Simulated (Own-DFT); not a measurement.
# One cell, two functionals

These are calculations, not measurements. They come from Own-DFT, an in-house plane-wave density functional program, since retired, whose code no person has reviewed. Each row is one single-point run on a periodic cell that was not relaxed, without spin or spin-orbit coupling.

Known limits: forces on such cells failed a check on a denser k mesh; stress not checked against mesh or cutoff.

Each cell was run twice at the same cutoff, k mesh and smearing, with PBE and with PBEsol, on PseudoDojo norm-conserving files made for PBE. Atoms were moved at random from their sites; u is the rms move along one axis. Files made for PBEsol would give a somewhat different change.

| cell | atoms | volume (Å³/atom) | u (Å) | cutoff (hartree) | P with PBE (GPa) | P with PBEsol (GPa) | change (GPa) |
|---|---|---|---|---|---|---|---|
| C11b WSi2 with one Si on a W site (Si21W9) | 30 | 13.44 | 0.029 | 50 | 6.17 | 2.32 | -3.85 |
| C11b WSi2 with one Si on a W site (Si21W9) | 30 | 13.44 | 0.080 | 50 | 10.03 | 6.18 | -3.85 |
| C11b WSi2 with one Si on a W site (Si21W9) | 30 | 13.44 | 0.034 | 50 | 6.26 | 2.41 | -3.85 |
| C40 NbSi2 with two Nb on a Si site each (Nb14Si22) | 36 | 14.64 | 0.028 | 42 | 7.59 | 3.54 | -4.05 |
| C40 NbSi2 with two Nb on a Si site each (Nb14Si22) | 36 | 14.64 | 0.033 | 42 | 7.61 | 3.56 | -4.05 |
| C40 NbSi2 with two Nb on a Si site each (Nb14Si22) | 36 | 14.64 | 0.028 | 42 | 7.48 | 3.43 | -4.05 |
| D0_22 TiAl3 (Al30Ti10) | 40 | 15.63 | 0.164 | 42 | 10.08 | 8.18 | -1.91 |
| D0_22 TiAl3 (Al30Ti10) | 40 | 15.25 | 0.049 | 42 | 5.70 | 3.74 | -1.96 |
| D0_22 TiAl3 (Al30Ti10) | 40 | 15.63 | 0.105 | 42 | 5.53 | ? | ? |
| L1_0 TiAl (Al16Ti16) | 32 | 16.06 | 0.049 | 42 | 1.69 | -1.15 | -2.84 |
| L1_0 TiAl (Al16Ti16) | 32 | 15.75 | 0.048 | 42 | 4.29 | 1.36 | -2.94 |
| L1_0 TiAl (Al16Ti16) | 32 | 16.30 | 0.049 | 42 | 0.37 | -2.41 | -2.78 |

## Worked reading

Mean change of pressure by composition, in GPa: Nb7Si11, -4.05; Si7W3, -3.85; AlTi, -2.85; Al3Ti, -1.94. At a fixed cell PBEsol gives the lower pressure, because it favours a smaller volume than PBE. Here the change varies more between materials than between cells of one material.

## Withheld value

Question: what PBEsol pressure should the Al30Ti10 cell with the blank give?

Adding the mean change of the cells with its composition, -1.94 GPa, to 5.53 gives 3.6 GPa. The calculation gave 3.62 GPa.
